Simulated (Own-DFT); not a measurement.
# Strain and stress in wurtzite AlN, 128 atoms (Al64N64)

Calculated results; nothing here was measured. They come from Own-DFT, an in-house plane-wave density functional program, since retired, whose code no person has reviewed. Each row is one single-point run on a periodic cell that was not relaxed, without spin or spin-orbit coupling.

Settings of every run: PBE; PseudoDojo norm-conserving scalar-relativistic files; cutoff 42 hartree; 3 x 3 x 3 k mesh centred on Gamma; Gaussian smearing of 0.01 eV.

Known limits: k mesh not checked against a denser one; stress not checked against mesh or cutoff.

Unstrained cell vectors in Å: (12.448, 0.000, 0.000); (-6.224, 10.780, 0.000); (0.000, 0.000, 9.964). The unstrained cell has measured lattice constants (interpolated for alloys), not those of this functional. That, the random moves and any unrelaxed bonds set the pressure at no strain. Each run strains this cell uniformly, with the atoms carried along. Every atom was also moved at random, by a Gaussian of width 0.05 Å on each axis. Strain is the symmetric tensor, in per cent. Stress is positive in tension, and the pressure is minus a third of its trace.

| run | e_xx (%) | e_yy (%) | e_zz (%) | e_yz (%) | e_xz (%) | e_xy (%) | s_xx (GPa) | s_yy (GPa) | s_zz (GPa) | s_yz (GPa) | s_xz (GPa) | s_xy (GPa) | P (GPa) | E (meV/atom) |
|---|---|---|---|---|---|---|---|---|---|---|---|---|---|---|
| 1 | -1.78 | -0.10 | 1.33 | -0.22 | -1.61 | 0.41 | -13.74 | -8.07 | -1.11 | -0.95 | -3.98 | 1.93 | 7.64 | 23.6 |
| 2 | 2.00 | 1.22 | -0.16 | -1.35 | 1.02 | 1.64 | 3.31 | 2.76 | -5.92 | -3.23 | 2.84 | 5.97 | -0.05 | 7.5 |
| 3 | -1.81 | 1.90 | 1.52 | -1.37 | 1.53 | -0.59 | -10.51 | 2.18 | 0.57 | -3.17 | 3.94 | -1.35 | 2.59 | 0.0 |
| 4 | -0.54 | -1.91 | -1.74 | 0.02 | -1.97 | -0.92 | -8.86 | -17.26 | -20.91 | -0.21 | -5.59 | -3.39 | 15.67 | 39.7 |
| 5 | 1.20 | 1.22 | -1.45 | 1.42 | -0.21 | -1.24 | -1.33 | 1.24 | -11.82 | 3.60 | -1.57 | -4.14 | 3.97 | 14.3 |
| 6 | 0.86 | 1.58 | 0.96 | -1.37 | -1.42 | 1.81 | -0.25 | 1.98 | -0.31 | -3.78 | -3.06 | 7.17 | -0.47 | 13.0 |
| 7 | 1.24 | -1.93 | 1.91 | 0.96 | 0.59 | 0.80 | 0.13 | -13.83 | 2.40 | 2.01 | 1.28 | 3.75 | 3.76 | 14.4 |
| 8 | 1.14 | 0.79 | -1.73 | 1.72 | -1.67 | 0.22 | -1.36 | -2.46 | -11.76 | 5.00 | -4.61 | 0.94 | 5.19 | 9.0 |
| 9 | 0.14 | 0.46 | -0.81 | -1.88 | -0.43 | -0.15 | -5.71 | -4.67 | -8.63 | -5.25 | -0.77 | -1.13 | 6.34 | 10.5 |
| 10 | 1.41 | 0.88 | 0.29 | 0.17 | 0.98 | -1.74 | 1.98 | -0.48 | -3.16 | 0.45 | 1.95 | -6.09 | 0.55 | 2.4 |
| 11 | 0.76 | -1.80 | -1.57 | 0.78 | -1.62 | -1.81 | -4.64 | -17.75 | -14.79 | 2.19 | -4.32 | -7.56 | 12.39 | 40.8 |
| 12 | -0.60 | -1.03 | 1.77 | -1.45 | -0.81 | -1.45 | -9.41 | -8.65 | 0.95 | -3.06 | -1.57 | -5.43 | 5.70 | 12.6 |
| 13 | 1.26 | 0.15 | -1.38 | 1.77 | 1.92 | 0.02 | -1.94 | -3.34 | -11.43 | 4.38 | 5.20 | 0.10 | 5.57 | 13.3 |
| 14 | 1.55 | -0.30 | 1.87 | 1.71 | -1.96 | -1.27 | 2.09 | -3.77 | 2.85 | 3.67 | -4.70 | -4.77 | -0.39 | 2.9 |
| 15 | -1.36 | 0.02 | 0.66 | -0.45 | -0.47 | -0.88 | -10.46 | -7.81 | -3.98 | -0.04 | -1.45 | -2.23 | 7.42 | 10.9 |
| 16 | 1.03 | -1.18 | 1.28 | 1.79 | 0.26 | -0.45 | ? | ? | ? | ? | ? | ? | ? | ? |

E is the free energy for each atom above the lowest run shown.

## Worked fit

Each stress component was fitted by least squares to a constant and the strains of the runs shown, as fractions, with shears doubled. Shear strains stay in the fit of a normal stress only where such slopes are resolved. The slopes, in GPa:

```
stress  at no strain  per e_xx  per e_yy  per e_zz  scatter
  s_xx          -5.7  428 ± 21   60 ± 20   59 ± 18     0.93
  s_yy          -6.2  121 ± 28  506 ± 27   77 ± 25     1.28
  s_zz          -6.7   86 ± 31  107 ± 30  493 ± 27     1.40
```

Each shear stress against twice its own strain: yz 126 ± 8, xz 126 ± 5, xy 191 ± 5 GPa. These are stiffnesses along x, y and z of the frame in which the cell vectors are given, which need not be the crystal's axes. The atoms are held to the strained lattice; where symmetry lets them move under strain, relaxing them would lower some slopes. The table should be nearly symmetric about its diagonal, and what it lacks of that shows the noise. A ninth of its sum, 215 ± 5 GPa, estimates the bulk modulus near the mean pressure of these runs, 5.1 GPa, so it lies above the value at zero pressure.

## Withheld run

Question: what normal stresses and pressure should run 16 give?

The fit gives s_xx = -1.3, s_yy = -10.0, s_zz = -0.7 and P = 4.0 GPa. The calculation gave -1.04, -10.57, -1.05 and P = 4.22 GPa.
